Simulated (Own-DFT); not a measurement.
# Biaxial strain at fixed height in wurtzite AlN, 72 atoms (Al36N36)

No measurement is shown. These are fixed-geometry runs of a retired plane-wave code named Own-DFT, which no person has reviewed; spin and spin-orbit coupling are neglected.

All runs used: PBE; PseudoDojo norm-conserving scalar-relativistic files; cutoff 42 hartree; 3 x 3 x 2 k mesh centred on Gamma; Fermi-Dirac smearing of 0.1 eV.

Keep in mind: forces on such cells moved up to 12 meV/angstrom on a denser k mesh; stress not checked against mesh or cutoff.

Unstrained cell vectors in Å: (9.336, 0.000, 0.000); (-4.668, 8.085, 0.000); (0.000, 0.000, 9.964). The unstrained cell has measured lattice constants (interpolated for alloys), not those of this functional. That, the random moves and any unrelaxed bonds set the pressure at no strain. Each run strains x and y alike by e, as a substrate would, and holds the height along z. Random moves of width 0.05 Å per axis were added to every atom. Stress is positive in tension.

```
e (%)  u (Å)  (s_xx + s_yy)/2 (GPa)  s_zz (GPa)
-3.00  0.052                 -27.29       -9.73
-2.75  0.048                 -24.17       -9.05
-2.00  0.046                 -19.44       -7.18
-1.75  0.049                 -15.81       -9.59
-1.00  0.054                 -12.33       -6.41
-0.50  0.049                  -8.78       -5.82
 0.75  0.050                      ?           ?
 1.25  0.047                   2.32       -5.03
 2.00  0.053                   4.96       -4.62
 2.25  0.053                   6.39       -4.06
```

## Fit

With e as a fraction, the in-plane stress is -5.3 + 604 e - 3749 e² GPa (errors 15 and 995, scatter 0.75), and s_zz is -6.2 + 101 e GPa (slope ± 16, scatter 0.89). At e = 0 the first slope is C11 + C12 and the second 2 C13, both with the ions held to the strained lattice and at the cell's own pressure. The term in e² is negative: the layer stiffens under compression and softens under tension. A free layer would change its height as e changes, and the in-plane slope would drop by 2 C13²/C33 to the biaxial modulus. At fixed height, a misfit of 1 % moves the in-plane stress by about 6.0 GPa and s_zz by 1.0 GPa.

## Prediction

Asked: what are the two stresses at e = 0.75 %?

Estimate: -1.0 and -5.5 GPa. The hidden result is -1.35 and -3.72 GPa.
